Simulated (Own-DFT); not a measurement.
# Misfit strain and the stress it brings: wurtzite AlN, 72 atoms (Al36N36)

Source: density functional calculations with Own-DFT, an unreviewed in-house program that is no longer used. Nothing was measured or relaxed, and spin and spin-orbit coupling are left out.

Settings: PBE; PseudoDojo norm-conserving scalar-relativistic files; cutoff 42 hartree; 4 x 4 x 3 k mesh centred on Gamma; Gaussian smearing of 0.01 eV.

Known weak points: k mesh not checked against a denser one; stress not checked against mesh or cutoff.

Unstrained cell vectors in Å: (9.336, 0.000, 0.000); (-4.668, 8.085, 0.000); (0.000, 0.000, 9.964). The unstrained cell has measured lattice constants (interpolated for alloys), not those of this functional. That, the random moves and any unrelaxed bonds set the pressure at no strain. Each run strains x and y alike by e, as a substrate would, and holds the height along z. Random moves of width 0.05 Å per axis were added to every atom. Stress is positive in tension.

| e (%) | u (Å) | (s_xx + s_yy)/2 (GPa) | s_zz (GPa) |
|---|---|---|---|
| -2.75 | 0.047 | -23.19 | -10.05 |
| -2.50 | 0.052 | -22.46 | -9.84 |
| -1.75 | 0.049 | -18.29 | -5.14 |
| -1.25 | 0.047 | -14.25 | -5.30 |
| -1.00 | 0.052 | -11.32 | -8.02 |
| -0.75 | 0.053 | -10.10 | -6.88 |
| -0.25 | 0.045 | ? | ? |
| 1.25 | 0.050 | 0.36 | -2.23 |
| 2.25 | 0.052 | 6.19 | -3.65 |
| 3.00 | 0.051 | 8.57 | -0.83 |

## Worked fit

With e as a fraction, the in-plane stress is -6.1 + 578 e - 2565 e² GPa (errors 14 and 955, scatter 0.83), and s_zz is -5.2 + 138 e GPa (slope ± 27, scatter 1.59). At e = 0 the first slope is C11 + C12 and the second 2 C13, both with the ions held to the strained lattice and at the cell's own pressure. A free layer would change its height as e changes, and the in-plane slope would drop by 2 C13²/C33 to the biaxial modulus. At fixed height, a misfit of 1 % moves the in-plane stress by about 5.8 GPa and s_zz by 1.4 GPa.

## Check

Question: what are the two stresses at e = -0.25 %?

From the fit: -7.6 and -5.6 GPa. DFT gave -7.10 and -4.84 GPa.
